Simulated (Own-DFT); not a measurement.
# Biaxial strain at fixed height in wurtzite GaN, 72 atoms (Ga36N36)

The numbers are computed, not measured, by runs of the plane-wave DFT program Own-DFT (in-house, retired, unreviewed) at fixed positions, with no spin and no spin-orbit coupling.

Method: PBE; PseudoDojo norm-conserving scalar-relativistic files (stringent for Ga); cutoff 96 hartree; 4 x 4 x 3 k mesh centred on Gamma; Gaussian smearing of 0.01 eV.

Keep in mind: forces not confirmed at this smearing and k mesh; stress not checked against mesh or cutoff.

Unstrained cell vectors in Å: (9.567, 0.000, 0.000); (-4.784, 8.285, 0.000); (0.000, 0.000, 10.370). The unstrained cell has measured lattice constants (interpolated for alloys), not those of this functional. That, the random moves and any unrelaxed bonds set the pressure at no strain. Each run strains x and y alike by e, as a substrate would, and holds the height along z. Each coordinate of each atom was shifted by a normal deviate of width 0.05 Å. Stress is positive in tension.

```
e (%)  u (Å)  (s_xx + s_yy)/2 (GPa)  s_zz (GPa)
-3.00  0.049                 -26.77      -10.55
-2.75  0.048                 -23.77      -11.12
-2.50  0.051                 -21.90      -11.93
-1.00  0.048                 -12.31       -9.12
-0.50  0.050                  -9.79       -7.99
-0.25  0.045                  -8.49       -6.71
 0.50  0.049                      ?           ?
 2.00  0.053                   1.74       -4.38
 2.50  0.053                   4.62       -4.14
 2.75  0.048                   5.68       -3.97
```

## Worked fit

With e as a fraction, the in-plane stress is -7.0 + 536 e - 3237 e² GPa (errors 9 and 579, scatter 0.56), and s_zz is -7.4 + 135 e GPa (slope ± 11, scatter 0.71). At e = 0 the first slope is C11 + C12 and the second 2 C13, both with the ions held to the strained lattice and at the cell's own pressure. The term in e² is negative: the layer stiffens under compression and softens under tension. A free layer would change its height as e changes, and the in-plane slope would drop by 2 C13²/C33 to the biaxial modulus. At fixed height, a misfit of 1 % moves the in-plane stress by about 5.4 GPa and s_zz by 1.3 GPa.

## The run left out

Question: what are the two stresses at e = 0.50 %?

The fit gives -4.4 and -6.7 GPa. Computed: -3.75 and -8.19 GPa.
